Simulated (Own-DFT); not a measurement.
# How strain changes the stress of wurtzite AlN, 72 atoms (Al36N36)

These are calculations, not measurements. The program, named Own-DFT, is a retired in-house plane-wave density functional code that no person has reviewed. Each row is one single-point run on a periodic cell that was not relaxed, without spin or spin-orbit coupling.

Settings of every run: PBE; PseudoDojo norm-conserving scalar-relativistic files; cutoff 42 hartree; 4 x 4 x 3 k mesh centred on Gamma; Gaussian smearing of 0.01 eV.

Known limits: k mesh not checked against a denser one; stress not checked against mesh or cutoff.

Unstrained cell vectors in Å: (9.336, 0.000, 0.000); (-4.668, 8.085, 0.000); (0.000, 0.000, 9.964). The unstrained cell has measured lattice constants (interpolated for alloys), not those of this functional. That, the random moves and any unrelaxed bonds set the pressure at no strain. Each run strains this cell uniformly, with the atoms carried along. Every atom was also moved at random, by a Gaussian of width 0.05 Å on each axis. Strain is the symmetric tensor, in per cent. Stress is positive in tension, and the pressure is minus a third of its trace.

```
run  e_xx (%)  e_yy (%)  e_zz (%)  s_xx (GPa)  s_yy (GPa)  s_zz (GPa)  P (GPa)  E (meV/atom)
  1     -0.25     -0.25      0.00       -6.41       -8.01       -5.78     6.73          15.6
  2     -1.50     -1.50      0.00      -17.78      -14.69       -5.37    12.61          33.8
  3     -1.75     -1.75      0.00      -19.17      -15.30       -7.95    14.14          45.7
  4      1.25      1.25      0.00        0.63        2.25       -4.84     0.65          10.9
  5      1.50      1.50      0.00        2.95        4.59       -4.95    -0.86           0.0
  6     -2.75     -2.75      0.00      -22.99      -24.34      -10.37    19.23          61.0
  7      3.00      3.00      0.00        9.76        8.20       -0.07    -5.96          14.5
  8      2.25      2.25      0.00        5.88        5.65       -1.88    -3.21          11.3
  9      2.00      2.00      0.00           ?           ?           ?        ?             ?
```

E is the free energy for each atom above the lowest run shown.

## Worked fit

The change of volume is close to e_xx + e_yy + e_zz. A straight line through the runs shown gives P = 6.46 - 219 x (fractional change of volume) GPa, with an error of 7 on the slope and a scatter of 0.72 GPa. The strain isn't the same on all axes and the cell isn't cubic, so the slope belongs to this path and is not the bulk modulus.

## Withheld run

Question: what pressure should run 9 give? Its volume changes by 4.04 %.

The line gives -2.4 GPa. The calculation gave -2.62 GPa.
